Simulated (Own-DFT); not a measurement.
# Biaxial strain at fixed height in diamond-structure GeSn with randomly placed atoms, 64 atoms (Ge60Sn4)

Everything here is calculated. The program is Own-DFT (plane waves, in-house, since retired, never reviewed by a person); positions were held fixed, and spin and spin-orbit coupling were off.

All runs used: PBE; PseudoDojo norm-conserving scalar-relativistic files; cutoff 49 hartree; 3 x 3 x 3 k mesh centred on Gamma; Fermi-Dirac smearing of 0.1 eV.

Limits: forces on such cells moved up to 12 meV/angstrom on a denser k mesh; stress not checked against mesh or cutoff.

Unstrained cell vectors in Å: (11.420, 0.000, 0.000); (0.000, 11.420, 0.000); (0.000, 0.000, 11.420). The unstrained cell has measured lattice constants (interpolated for alloys), not those of this functional. That, the random moves and any unrelaxed bonds set the pressure at no strain. Each run strains x and y alike by e, as a substrate would, and holds the height along z. All atoms carry random offsets, Gaussian with a width of 0.05 Å per axis. The random placing of the alloy's atoms differs from row to row. Stress is positive in tension.

```
e (%)  u (Å)  (s_xx + s_yy)/2 (GPa)  s_zz (GPa)
-3.00  0.052                 -10.88       -8.99
-2.75  0.044                 -10.13       -8.29
-2.00  0.049                  -8.57       -7.32
-1.50  0.053                  -7.58       -6.76
-0.75  0.048                  -6.08       -5.73
 0.25  0.050                  -4.37       -4.52
 1.00  0.050                      ?           ?
 1.25  0.049                  -2.75       -3.46
 1.50  0.052                  -2.43       -3.27
 2.25  0.056                  -1.36       -2.51
```

## Worked fit

With e as a fraction, the in-plane stress is -4.8 + 172 e - 971 e² GPa (errors 1 and 80, scatter 0.06), and s_zz is -4.8 + 116 e - 611 e² GPa (slope ± 2, scatter 0.10). At e = 0 the first slope is C11 + C12 and the second 2 C12, both with the ions held to the strained lattice and at the cell's own pressure. The term in e² is negative: the layer stiffens under compression and softens under tension. A free layer would change its height as e changes, and the in-plane slope would drop by 2 C12²/C11 to the biaxial modulus. At fixed height, a misfit of 1 % moves the in-plane stress by about 1.7 GPa and s_zz by 1.2 GPa.

## Check

Asked: what are the two stresses at e = 1.00 %?

The fitted form gives -3.1 and -3.7 GPa. The run itself gave -3.26 and -3.66 GPa.
